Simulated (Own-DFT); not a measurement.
## Calculated data, SiC (2H silicon carbide, strained, atoms displaced)

A calculation, not a measurement: plane-wave PBE density functional theory by an unreviewed code, no spin, of a simulated periodic cell, stress positive in tension, free energy of the whole cell less one offset for each atom, forces on such cells passed a denser k mesh, this cell's mesh not checked; offsets are fitted by least squares, one for each functional and potential file, so energies compare only between cells with the same atoms and settings and are not formation energies; the far tail of each file's local potential was reset to the Coulomb form; each entry is a single point on an unrelaxed cell, so the pressure reflects the starting lattice, mostly measured values (interpolated for alloys), from which strain is counted, and rises with the displacements; printed positions are rounded, which can move forces by about a meV/angstrom; the program, named Own-DFT, is a retired in-house code; no spin-orbit coupling. Program: Own-DFT development build.

Common to all runs: functional PBE; potential files PseudoDojo norm-conserving, scalar-relativistic, standard set; wave cutoff 42 hartree; occupations Fermi-Dirac; smearing width 0.1 eV; hardware one NVIDIA H100; k mesh 4 x 4 x 3 centred on Gamma.

(1) SiC (2H silicon carbide, strained, atoms displaced)

```cif
# cell vector a (Å): 9.0806 0.1817 -0.0708
# cell vector b (Å): -4.3829 7.8016 0.0180
# cell vector c (Å): -0.0770 -0.0218 9.9507
data_SiC
_symmetry_space_group_name_H-M 'P 1'
_symmetry_Int_Tables_number 1
_cell_length_a 9.0827
_cell_length_b 8.9485
_cell_length_c 9.9510
_cell_angle_alpha 89.777
_cell_angle_beta 90.892
_cell_angle_gamma 118.181
_cell_volume 712.82
loop_
_atom_site_label
_atom_site_type_symbol
_atom_site_fract_x
_atom_site_fract_y
_atom_site_fract_z
_atom_site_occupancy
Si1 Si 0.99272 0.00408 0.99713 1
Si2 Si 0.10732 0.22509 0.25377 1
C1 C 0.99546 0.99777 0.18099 1
C2 C 0.11581 0.22725 0.44412 1
Si3 Si 0.99494 0.99300 0.49709 1
Si4 Si 0.10589 0.22626 0.75693 1
C3 C 0.99732 0.99979 0.68599 1
C4 C 0.11369 0.22575 0.93422 1
Si5 Si 0.00230 0.33711 0.00097 1
Si6 Si 0.11708 0.54518 0.25022 1
C5 C 0.00130 0.34144 0.19379 1
C6 C 0.10234 0.55265 0.43807 1
Si7 Si 0.99692 0.32814 0.51123 1
Si8 Si 0.11389 0.55472 0.74778 1
C7 C 0.99364 0.32946 0.68691 1
C8 C 0.12184 0.55331 0.93835 1
Si9 Si 0.99446 0.65364 0.99979 1
Si10 Si 0.11308 0.88530 0.25585 1
C9 C 0.99233 0.66472 0.18757 1
C10 C 0.11221 0.89154 0.44621 1
Si11 Si 0.99913 0.66383 0.49564 1
Si12 Si 0.11576 0.89046 0.75776 1
C11 C 0.00624 0.67519 0.68488 1
C12 C 0.11034 0.89131 0.94377 1
Si13 Si 0.32629 0.98834 0.99762 1
Si14 Si 0.44605 0.22303 0.25079 1
C13 C 0.33491 0.01051 0.18926 1
C14 C 0.44857 0.22530 0.44460 1
Si15 Si 0.33045 0.99908 0.50146 1
Si16 Si 0.43729 0.22283 0.75544 1
C15 C 0.34414 0.99776 0.68744 1
C16 C 0.45216 0.22905 0.94688 1
Si17 Si 0.32645 0.33612 0.00077 1
Si18 Si 0.44920 0.55770 0.24634 1
C17 C 0.33884 0.34376 0.17799 1
C18 C 0.45044 0.55200 0.44116 1
Si19 Si 0.33047 0.32219 0.50290 1
Si20 Si 0.45078 0.55462 0.74758 1
C19 C 0.34423 0.33963 0.68200 1
C20 C 0.44297 0.55232 0.94507 1
Si21 Si 0.32968 0.66938 0.99163 1
Si22 Si 0.44453 0.89644 0.25424 1
C21 C 0.32913 0.67736 0.18808 1
C22 C 0.44605 0.88226 0.43398 1
Si23 Si 0.33024 0.66353 0.50391 1
Si24 Si 0.44531 0.89579 0.75219 1
C23 C 0.33272 0.66231 0.69050 1
C24 C 0.44957 0.88346 0.94459 1
Si25 Si 0.67465 0.00164 0.00043 1
Si26 Si 0.77335 0.21992 0.25806 1
C25 C 0.66824 0.99062 0.19542 1
C26 C 0.77089 0.21355 0.43718 1
Si27 Si 0.66733 0.99850 0.50248 1
Si28 Si 0.77431 0.21804 0.75370 1
C27 C 0.66501 0.99262 0.68748 1
C28 C 0.78318 0.21615 0.94107 1
Si29 Si 0.67384 0.34130 0.00936 1
Si30 Si 0.78231 0.55267 0.25558 1
C29 C 0.66703 0.33261 0.18724 1
C30 C 0.77108 0.55506 0.43867 1
Si31 Si 0.67320 0.34255 0.49885 1
Si32 Si 0.78446 0.56010 0.75283 1
C31 C 0.66215 0.33507 0.69414 1
C32 C 0.77314 0.55190 0.93587 1
Si33 Si 0.65729 0.64836 0.99565 1
Si34 Si 0.78367 0.89268 0.25801 1
C33 C 0.67569 0.67121 0.19155 1
C34 C 0.77212 0.88977 0.44131 1
Si35 Si 0.66931 0.66892 0.49994 1
Si36 Si 0.78204 0.89250 0.75375 1
C35 C 0.66357 0.66199 0.68748 1
C36 C 0.78273 0.89251 0.93283 1
```

* free energy of cell above offsets: -4.033 eV
* pressure: 16.07 GPa
* stress xx: -16.71 GPa
* stress yy: -15.04 GPa
* stress zz: -16.47 GPa
* stress yz: -0.97 GPa
* stress xz: -2.88 GPa
* stress xy: 8.92 GPa
* wall time: 345.6 s

Force:
```
element  x (eV/Å)  y (eV/Å)  z (eV/Å)
     Si       1.7    -0.319     0.456
     Si     1.832    -0.461    -0.633
      C     0.502     1.108     2.441
      C    -0.603    -1.742    -0.979
     Si    -0.916     1.842      1.41
     Si     2.134     -0.83    -2.833
      C     0.731     0.581     0.831
      C    -0.558    -0.453     1.724
     Si     0.295     -0.83     0.789
     Si    -1.862     4.053     0.923
      C    -0.714    -3.314    -1.766
      C     2.244    -0.964     0.222
     Si    -0.626      0.53    -3.207
     Si    -0.343     0.125    -0.044
      C    -0.659     0.761     2.138
      C     -3.17    -0.513    -1.253
     Si    -0.362     2.168     0.502
     Si    -0.584     0.782    -1.449
      C     2.066    -0.352     0.513
      C     0.434    -1.155    -1.866
     Si    -1.259     0.723     1.161
     Si      -0.2     0.541    -1.452
      C    -0.228    -1.282     0.871
      C      -0.1    -1.528    -0.714
     Si     0.742     2.828     1.473
     Si    -0.847      1.42     0.114
      C    -0.172     -1.92    -0.134
      C     0.835    -1.294    -1.771
     Si     1.945     0.217    -0.169
     Si       2.5    -0.083     0.422
      C    -4.439      1.78     0.147
      C    -0.841    -1.554    -1.123
     Si     1.958    -0.904    -0.844
     Si    -0.444     1.405     0.859
      C    -0.967    -1.626     3.274
      C    -1.511    -0.347     -0.72
     Si    -0.212     2.714    -0.802
     Si    -0.547     0.121     0.933
      C    -2.812    -1.328     2.105
      C    -0.617     0.347    -2.418
     Si     2.363    -0.264     3.088
     Si     0.837    -0.859    -1.342
      C     1.361    -1.154     -0.66
      C    -1.123     0.743     2.212
     Si      0.63    -0.418    -1.101
     Si     3.428    -2.689     0.966
      C      -0.4     0.956     0.184
      C     -0.69     1.958    -1.778
     Si    -0.759    -1.293     1.695
     Si     1.226    -0.508    -1.964
      C    -2.039     2.231    -1.503
      C     0.673     1.709     1.771
     Si    -1.939    -0.208     0.196
     Si     -0.51     0.124    -0.602
      C    -1.016     1.258       0.5
      C    -1.054      1.91      0.11
     Si    -0.086    -2.316    -2.325
     Si    -1.108     0.412    -1.105
      C    -0.134     0.119     2.026
      C     2.384     0.869    -0.103
     Si      -0.6    -2.189      1.94
     Si    -0.171    -0.815    -1.357
      C      0.97    -0.096    -0.818
      C     2.321    -0.004     0.195
     Si    -0.315     3.939     2.301
     Si      0.63    -1.349    -1.392
      C     -0.82    -0.894    -0.841
      C     2.447    -0.441    -0.224
     Si    -1.517    -0.307     0.731
     Si      0.36    -1.421    -1.594
      C     0.859     1.736     0.421
      C    -0.537    -1.983     1.245
```

(2) SiC (2H silicon carbide, strained, atoms displaced)

```cif
# cell vector a (Å): 9.2875 0.0806 -0.0461
# cell vector b (Å): -4.5739 8.0845 -0.0840
# cell vector c (Å): -0.0501 -0.1346 9.9823
data_SiC
_symmetry_space_group_name_H-M 'P 1'
_symmetry_Int_Tables_number 1
_cell_length_a 9.2880
_cell_length_b 9.2891
_cell_length_c 9.9833
_cell_angle_alpha 91.049
_cell_angle_beta 90.579
_cell_angle_gamma 118.998
_cell_volume 753.05
loop_
_atom_site_label
_atom_site_type_symbol
_atom_site_fract_x
_atom_site_fract_y
_atom_site_fract_z
_atom_site_occupancy
Si1 Si 0.00061 0.00362 0.99539 1
Si2 Si 0.11870 0.22678 0.25326 1
C1 C 0.99734 0.99294 0.19024 1
C2 C 0.10893 0.21600 0.43992 1
Si3 Si 0.00629 0.00544 0.49941 1
Si4 Si 0.12014 0.22112 0.74117 1
C3 C 0.00473 0.00701 0.68902 1
C4 C 0.10753 0.22322 0.93253 1
Si5 Si 0.00374 0.32564 0.00086 1
Si6 Si 0.11655 0.55777 0.25501 1
C5 C 0.99246 0.32925 0.18514 1
C6 C 0.11164 0.56783 0.42856 1
Si7 Si 0.00517 0.33878 0.49811 1
Si8 Si 0.12042 0.56925 0.75587 1
C7 C 0.99163 0.32963 0.67900 1
C8 C 0.11303 0.55463 0.93624 1
Si9 Si 0.00147 0.66974 0.00415 1
Si10 Si 0.10827 0.88572 0.25455 1
C9 C 0.00101 0.67181 0.19289 1
C10 C 0.11418 0.89169 0.43952 1
Si11 Si 0.00497 0.67365 0.49738 1
Si12 Si 0.11090 0.88502 0.75499 1
C11 C 0.00149 0.65842 0.68359 1
C12 C 0.11790 0.89345 0.93378 1
Si13 Si 0.32777 0.99702 0.00320 1
Si14 Si 0.43918 0.21351 0.25190 1
C13 C 0.32482 0.99241 0.18678 1
C14 C 0.45426 0.22196 0.43201 1
Si15 Si 0.33690 0.00348 0.50269 1
Si16 Si 0.44803 0.22089 0.74347 1
C15 C 0.32249 0.98576 0.68868 1
C16 C 0.44822 0.21487 0.93217 1
Si17 Si 0.33699 0.34135 0.00420 1
Si18 Si 0.44459 0.55667 0.24761 1
C17 C 0.33198 0.32893 0.17981 1
C18 C 0.44367 0.55828 0.43398 1
Si19 Si 0.32281 0.32413 0.49870 1
Si20 Si 0.44148 0.55015 0.74690 1
C19 C 0.33061 0.31938 0.69127 1
C20 C 0.44998 0.56860 0.93551 1
Si21 Si 0.33747 0.66754 0.99965 1
Si22 Si 0.44164 0.88425 0.25052 1
C21 C 0.33113 0.66653 0.18600 1
C22 C 0.43328 0.88928 0.43150 1
Si23 Si 0.34139 0.67121 0.50283 1
Si24 Si 0.44435 0.89545 0.74058 1
C23 C 0.33707 0.66191 0.68389 1
C24 C 0.43363 0.88728 0.93431 1
Si25 Si 0.66954 0.98859 0.99222 1
Si26 Si 0.77029 0.21408 0.25187 1
C25 C 0.66800 0.99797 0.18841 1
C26 C 0.77683 0.22713 0.43950 1
Si27 Si 0.66879 0.00677 0.50095 1
Si28 Si 0.78041 0.22830 0.75571 1
C27 C 0.65807 0.00233 0.68315 1
C28 C 0.77855 0.22981 0.93206 1
Si29 Si 0.66650 0.34781 0.99873 1
Si30 Si 0.77950 0.55859 0.25955 1
C29 C 0.67580 0.33973 0.18424 1
C30 C 0.78043 0.55639 0.43130 1
Si31 Si 0.67453 0.34209 0.50343 1
Si32 Si 0.77071 0.56423 0.75417 1
C31 C 0.65902 0.32857 0.68238 1
C32 C 0.78948 0.56826 0.93931 1
Si33 Si 0.66209 0.67078 0.00358 1
Si34 Si 0.79260 0.89852 0.24321 1
C33 C 0.66591 0.66624 0.19148 1
C34 C 0.77143 0.88030 0.43627 1
Si35 Si 0.66235 0.66783 0.49891 1
Si36 Si 0.77922 0.87650 0.74742 1
C35 C 0.66951 0.66876 0.67591 1
C36 C 0.78052 0.88809 0.93752 1
```

* free energy of cell above offsets: -5.291 eV
* pressure: 3.29 GPa
* stress xx: -0.89 GPa
* stress yy: 5.39 GPa
* stress zz: -14.36 GPa
* stress yz: -3.71 GPa
* stress xz: -1.11 GPa
* stress xy: 3.5 GPa
* wall time: 347.8 s

Force:
```
element  x (eV/Å)  y (eV/Å)  z (eV/Å)
     Si     1.093     -0.04     0.593
     Si    -1.375    -0.907    -1.597
      C     1.444      2.39    -1.266
      C    -0.387     1.283    -0.695
     Si    -1.168    -2.271     0.327
     Si    -3.328     0.521     1.654
      C     0.182    -2.355    -0.227
      C     2.141    -0.368     0.152
     Si    -2.721     1.671    -0.881
     Si    -1.182    -0.452    -3.403
      C     1.401     0.238      1.61
      C     1.987    -1.578       3.5
     Si     -1.34     0.342    -0.684
     Si     0.333    -2.669    -1.819
      C     1.812     1.082     1.949
      C     0.075    -0.015     1.675
     Si     1.236     0.486     -0.06
     Si     0.475     0.402    -0.626
      C      0.21    -1.087    -0.405
      C    -0.242     0.525     0.347
     Si    -0.667    -0.403      0.14
     Si    -0.484    -0.157    -2.287
      C    -2.011     1.551     0.942
      C    -1.554    -0.939     1.874
     Si     1.134     1.048    -0.923
     Si     1.132     1.084    -2.102
      C     0.397     0.544      0.74
      C    -1.727     0.181     2.206
     Si    -0.687    -0.245    -0.757
     Si     0.294    -1.721     1.267
      C    -0.317     2.289    -0.877
      C    -1.471     1.641     0.964
     Si     0.374    -1.321    -3.453
     Si     0.214     0.042    -0.181
      C     0.033     0.562     3.232
      C     0.071    -1.476     0.866
     Si     2.323     1.481    -0.126
     Si     0.475     0.316    -0.169
      C    -0.034     2.402    -1.564
      C     0.844    -2.115    -0.132
     Si     -2.17     1.003    -0.464
     Si     0.208     0.647    -1.172
      C     0.642    -0.518      0.22
      C     2.306    -0.166     1.861
     Si     -1.74      0.04    -1.911
     Si     1.161    -1.705     1.835
      C    -0.772      0.73     1.015
      C     2.175    -0.339     0.048
     Si    -3.606     2.812     0.824
     Si     0.282     1.575    -0.943
      C    -0.341    -0.596     -0.81
      C     1.155    -0.525    -0.383
     Si      -0.2    -0.725    -1.334
     Si    -0.003    -0.631    -2.748
      C     1.729    -0.077     1.474
      C     0.675    -0.838     2.592
     Si     1.636    -1.753    -0.203
     Si     0.291    -0.457    -4.121
      C    -1.481    -0.779     1.039
      C    -0.474     0.463     4.251
     Si    -0.413    -0.285    -1.778
     Si     2.896    -1.741    -1.382
      C     0.474     1.599     1.887
      C    -2.308    -0.691     -0.16
     Si     1.921    -0.016     0.228
     Si    -2.833    -2.317     1.957
      C     -0.07     0.418    -0.507
      C     0.499     2.209     0.059
     Si     1.151    -0.354    -2.666
     Si    -1.544     3.235    -0.504
      C    -1.036    -1.118     2.837
      C     0.804    -1.063    -0.848
```

(3) SiC (2H silicon carbide, strained, atoms displaced)

```cif
# cell vector a (Å): 9.4178 -0.1690 0.0434
# cell vector b (Å): -4.8553 7.9596 -0.0613
# cell vector c (Å): 0.0472 -0.0498 9.9916
data_SiC
_symmetry_space_group_name_H-M 'P 1'
_symmetry_Int_Tables_number 1
_cell_length_a 9.4194
_cell_length_b 9.3238
_cell_length_c 9.9918
_cell_angle_alpha 90.761
_cell_angle_beta 89.460
_cell_angle_gamma 122.412
_cell_volume 740.76
loop_
_atom_site_label
_atom_site_type_symbol
_atom_site_fract_x
_atom_site_fract_y
_atom_site_fract_z
_atom_site_occupancy
Si1 Si 0.99727 0.99709 0.99822 1
Si2 Si 0.10642 0.21741 0.25057 1
C1 C 0.01062 0.01568 0.19046 1
C2 C 0.11713 0.22746 0.42898 1
Si3 Si 0.99919 0.99632 0.49658 1
Si4 Si 0.11068 0.23367 0.75253 1
C3 C 0.99509 0.99782 0.69664 1
C4 C 0.11785 0.21949 0.93871 1
Si5 Si 0.98932 0.33359 0.99624 1
Si6 Si 0.10873 0.54869 0.25258 1
C5 C 0.98871 0.33010 0.18978 1
C6 C 0.11782 0.56220 0.43048 1
Si7 Si 0.99416 0.33688 0.50693 1
Si8 Si 0.09980 0.54905 0.75562 1
C7 C 0.99881 0.33559 0.68343 1
C8 C 0.10961 0.56347 0.93894 1
Si9 Si 0.99790 0.67253 0.00466 1
Si10 Si 0.10788 0.89140 0.25362 1
C9 C 0.00642 0.66850 0.18946 1
C10 C 0.10910 0.89200 0.43448 1
Si11 Si 0.00534 0.67384 0.51010 1
Si12 Si 0.11564 0.89179 0.74624 1
C11 C 0.99827 0.67614 0.68659 1
C12 C 0.10589 0.89051 0.94185 1
Si13 Si 0.34596 0.01144 0.98534 1
Si14 Si 0.45419 0.23286 0.23711 1
C13 C 0.33390 0.99677 0.19131 1
C14 C 0.43825 0.21984 0.44595 1
Si15 Si 0.32946 0.00158 0.49635 1
Si16 Si 0.44307 0.22627 0.74854 1
C15 C 0.32966 0.99704 0.69294 1
C16 C 0.43955 0.22466 0.93577 1
Si17 Si 0.32398 0.33351 0.99849 1
Si18 Si 0.44633 0.56642 0.24920 1
C17 C 0.33026 0.32734 0.18504 1
C18 C 0.45263 0.56246 0.43874 1
Si19 Si 0.34254 0.33670 0.49619 1
Si20 Si 0.45399 0.55763 0.73702 1
C19 C 0.32918 0.33289 0.69003 1
C20 C 0.44038 0.55130 0.93715 1
Si21 Si 0.34265 0.67280 0.99852 1
Si22 Si 0.44547 0.88205 0.25420 1
C21 C 0.33181 0.66238 0.17820 1
C22 C 0.43676 0.88134 0.43160 1
Si23 Si 0.33598 0.66351 0.50915 1
Si24 Si 0.44710 0.89166 0.75367 1
C23 C 0.34092 0.66048 0.68305 1
C24 C 0.43190 0.88287 0.94013 1
Si25 Si 0.66699 0.00126 0.99986 1
Si26 Si 0.79280 0.23032 0.25598 1
C25 C 0.66058 0.99599 0.18918 1
C26 C 0.77629 0.22353 0.43838 1
Si27 Si 0.67839 0.02229 0.51189 1
Si28 Si 0.77675 0.22172 0.74508 1
C27 C 0.66572 0.00444 0.68201 1
C28 C 0.77811 0.21972 0.93547 1
Si29 Si 0.67583 0.34249 0.99699 1
Si30 Si 0.77662 0.55997 0.25328 1
C29 C 0.66101 0.33203 0.18759 1
C30 C 0.78176 0.56554 0.45071 1
Si31 Si 0.67447 0.33922 0.49313 1
Si32 Si 0.77854 0.56059 0.74718 1
C31 C 0.67708 0.34233 0.69439 1
C32 C 0.77685 0.55567 0.94074 1
Si33 Si 0.65612 0.65657 0.99544 1
Si34 Si 0.77667 0.89087 0.25866 1
C33 C 0.66572 0.67286 0.18842 1
C34 C 0.77067 0.88374 0.44120 1
Si35 Si 0.66723 0.67069 0.49771 1
Si36 Si 0.77924 0.89560 0.74758 1
C35 C 0.67534 0.67297 0.69126 1
C36 C 0.79137 0.88922 0.93682 1
```

- free energy of cell above offsets: -3.015 eV
- pressure: 7.71 GPa
- stress xx: 2.96 GPa
- stress yy: -13.67 GPa
- stress zz: -12.41 GPa
- stress yz: -0.95 GPa
- stress xz: 1.76 GPa
- stress xy: -8.99 GPa
- wall time: 339.4 s

Force:
```
element  x (eV/Å)  y (eV/Å)  z (eV/Å)
     Si     1.808     1.147     1.298
     Si     0.346     3.651    -0.489
      C    -0.918    -5.177    -1.093
      C    -1.131     -0.25     3.184
     Si    -0.536     1.263     0.953
     Si     1.007    -1.833    -0.288
      C     1.326     1.664    -2.399
      C    -3.987     0.465    -0.688
     Si     2.679     0.567     1.157
     Si    -0.142     1.888    -1.961
      C     3.688     0.964    -1.731
      C    -0.785    -0.755     3.584
     Si     2.378     0.657    -3.493
     Si     0.889     2.431    -0.955
      C    -0.094    -0.589     2.103
      C     0.286    -0.925     0.342
     Si     0.714    -0.014    -0.326
     Si     1.269     0.765    -1.965
      C    -1.212    -0.735     0.736
      C    -0.029    -0.404     1.837
     Si     0.339    -0.239    -3.323
     Si    -2.251     0.624     2.403
      C     1.792    -1.802     1.593
      C     1.489     0.466    -1.185
     Si    -2.639    -2.388     3.713
     Si     -2.93    -3.398     2.297
      C     0.372     0.637    -1.029
      C     2.084     1.734    -1.905
     Si     1.156    -1.269      0.24
     Si     0.325     0.171    -0.048
      C     1.673     0.677    -1.384
      C      1.12     2.028    -0.315
     Si     2.439     0.119     1.004
     Si     0.198    -1.975    -0.347
      C     -0.27     1.773     0.481
      C    -1.094    -0.776    -0.236
     Si    -1.757     -0.23     0.385
     Si    -1.067    -0.265     2.427
      C     0.943    -0.074    -1.321
      C    -0.502     1.155     -1.46
     Si    -1.178    -2.422    -0.512
     Si    -1.971     0.956    -1.973
      C    -0.107    -0.211     2.284
      C     0.614     1.453     3.525
     Si    -0.301     0.706    -3.705
     Si    -0.826    -1.135    -1.179
      C    -1.794     0.789     3.205
      C     2.539     2.216    -1.482
     Si      0.63     -1.24     0.608
     Si    -4.746    -2.985     -0.96
      C     1.575     1.125      0.27
      C     0.298     2.005     0.301
     Si    -0.818    -4.915    -4.724
     Si    -0.641     1.179     1.302
      C     0.442    -0.667     3.821
      C    -1.409     0.107    -0.644
     Si    -1.126    -2.164      0.46
     Si     0.388     0.314    -0.235
      C     3.609     1.874     -0.26
      C     0.339    -0.549    -2.196
     Si    -1.939    -0.482       1.8
     Si     0.125     0.709     1.275
      C    -0.662    -1.861    -1.733
      C    -0.172     1.189    -1.011
     Si     1.247     1.665     0.967
     Si     0.005     0.972    -2.092
      C     1.108    -0.713    -0.215
      C     0.089     2.895     0.529
     Si     0.587    -0.641      1.47
     Si     0.144    -0.485     1.008
      C    -0.543    -0.436    -1.212
      C     -4.48    -0.996    -0.486
```
